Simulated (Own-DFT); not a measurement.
# Response to strain: hcp Ru, 36 atoms (Ru36)

All numbers below are calculated, not measured. They come from Own-DFT, an in-house plane-wave density functional program, since retired, whose code no person has reviewed. Each row is one single-point run on a periodic cell that was not relaxed, without spin or spin-orbit coupling.

Settings of every run: PBE; PseudoDojo norm-conserving scalar-relativistic files; cutoff 50 hartree; 5 x 5 x 4 k mesh centred on Gamma; cold (Marzari-Vanderbilt) smearing of 0.2 eV.

Known limits: forces on such cells failed a check on a denser k mesh; stress not checked against mesh or cutoff.

Unstrained cell vectors in Å: (8.118, 0.000, 0.000); (-4.059, 7.030, 0.000); (0.000, 0.000, 8.563). The unstrained cell has measured lattice constants (interpolated for alloys), not those of this functional. That, the random moves and any unrelaxed bonds set the pressure at no strain. Each run strains this cell uniformly, with the atoms carried along. Every atom was also moved at random, by a Gaussian of width 0.05 Å on each axis. Strain is the symmetric tensor, in per cent. Stress is positive in tension, and the pressure is minus a third of its trace.

| run | e_xx (%) | e_yy (%) | e_zz (%) | e_yz (%) | e_xz (%) | e_xy (%) | s_xx (GPa) | s_yy (GPa) | s_zz (GPa) | s_yz (GPa) | s_xz (GPa) | s_xy (GPa) | P (GPa) | E (meV/atom) |
|---|---|---|---|---|---|---|---|---|---|---|---|---|---|---|
| 1 | -1.06 | -1.07 | 0.84 | -0.85 | 1.57 | 0.46 | -14.90 | -16.79 | -7.31 | -3.82 | 5.50 | 2.43 | 13.00 | 52.6 |
| 2 | 0.99 | -0.76 | -0.63 | -1.71 | 1.11 | 1.41 | -4.59 | -12.35 | -12.15 | -7.39 | 4.36 | 6.58 | 9.70 | 39.7 |
| 3 | 1.90 | -1.43 | -1.42 | 1.02 | -1.34 | -0.98 | -3.14 | -15.45 | -17.70 | 4.22 | -5.65 | -3.76 | 12.10 | 45.4 |
| 4 | -0.97 | -0.22 | 1.86 | -0.50 | 0.06 | 1.48 | -10.49 | -7.65 | 2.77 | -1.99 | 0.19 | 6.18 | 5.12 | 14.5 |
| 5 | 1.10 | 1.64 | -0.81 | -1.09 | 0.11 | 0.47 | -0.37 | 2.69 | -8.00 | -4.06 | 1.00 | 1.66 | 1.90 | 16.0 |
| 6 | 1.26 | -1.81 | 0.16 | -1.83 | -1.58 | -1.06 | -4.23 | -16.56 | -8.41 | -6.88 | -6.02 | -4.89 | 9.73 | 41.8 |
| 7 | 1.26 | 1.14 | 0.10 | -1.10 | 1.75 | 1.82 | 1.29 | 1.26 | -3.04 | -3.65 | 6.14 | 6.52 | 0.16 | 21.5 |
| 8 | 0.39 | -0.81 | 0.61 | 1.24 | -0.37 | 0.57 | -5.69 | -11.09 | -5.14 | 4.39 | -1.25 | 1.90 | 7.30 | 20.8 |
| 9 | 0.23 | -0.93 | 0.33 | -1.56 | -0.01 | 0.74 | -6.63 | -13.53 | -7.50 | -6.51 | -0.18 | 3.03 | 9.22 | 27.7 |
| 10 | -0.17 | 1.77 | -1.30 | 0.14 | -0.08 | 0.47 | -6.66 | 0.39 | -12.43 | 0.49 | -0.32 | 1.66 | 6.23 | 0.0 |
| 11 | -0.56 | 0.13 | 1.85 | 0.17 | 0.49 | -0.90 | -7.54 | -4.00 | 3.75 | 0.73 | 1.41 | -3.47 | 2.60 | 9.8 |
| 12 | 1.85 | -1.08 | 0.91 | 0.70 | -1.66 | 1.94 | 1.27 | -10.68 | -1.13 | 2.74 | -5.47 | 7.46 | 3.51 | 47.1 |
| 13 | -0.34 | -0.29 | 0.16 | 1.47 | -0.27 | 0.90 | -10.18 | -10.41 | -8.46 | 6.00 | -1.30 | 4.58 | 9.68 | 32.6 |
| 14 | -0.76 | -1.43 | 1.69 | 1.35 | 0.67 | 0.57 | -11.66 | -15.78 | -1.35 | 5.09 | 2.20 | 2.04 | 9.60 | 34.1 |
| 15 | -1.67 | 0.42 | -1.96 | -1.30 | -0.89 | -1.75 | -21.31 | -13.59 | -24.79 | -5.74 | -3.79 | -7.42 | 19.90 | 59.7 |
| 16 | 1.15 | 0.10 | -0.12 | -1.66 | -1.97 | 0.45 | ? | ? | ? | ? | ? | ? | ? | ? |

E is the free energy for each atom above the lowest run shown.

## Worked fit

Each stress component was fitted by least squares to a constant and the strains of the runs shown, as fractions, with shears doubled. Shear strains stay in the fit of a normal stress only where such slopes are resolved. The slopes, in GPa:

| stress | at no strain | per e_xx | per e_yy | per e_zz | scatter |
|---|---|---|---|---|---|
| s_xx | -8.0 | 566 ± 18 | 203 ± 19 | 193 ± 18 | 0.73 |
| s_yy | -8.4 | 212 ± 18 | 640 ± 18 | 202 ± 18 | 0.71 |
| s_zz | -8.2 | 196 ± 12 | 234 ± 13 | 696 ± 12 | 0.50 |

Each shear stress against twice its own strain: yz 198 ± 4, xz 175 ± 6, xy 208 ± 9 GPa. These are stiffnesses along x, y and z of the frame in which the cell vectors are given, which need not be the crystal's axes. The atoms are held to the strained lattice; where symmetry lets them move under strain, relaxing them would lower some slopes. The table should be nearly symmetric about its diagonal, and what it lacks of that shows the noise. A ninth of its sum, 349 ± 11 GPa, estimates the bulk modulus near the mean pressure of these runs, 8.0 GPa, so it lies above the value at zero pressure.

## Withheld run

Question: what normal stresses and pressure should run 16 give?

The fit gives s_xx = -1.5, s_yy = -5.5, s_zz = -6.6 and P = 4.5 GPa. The calculation gave -1.63, -5.45, -7.48 and P = 4.85 GPa.
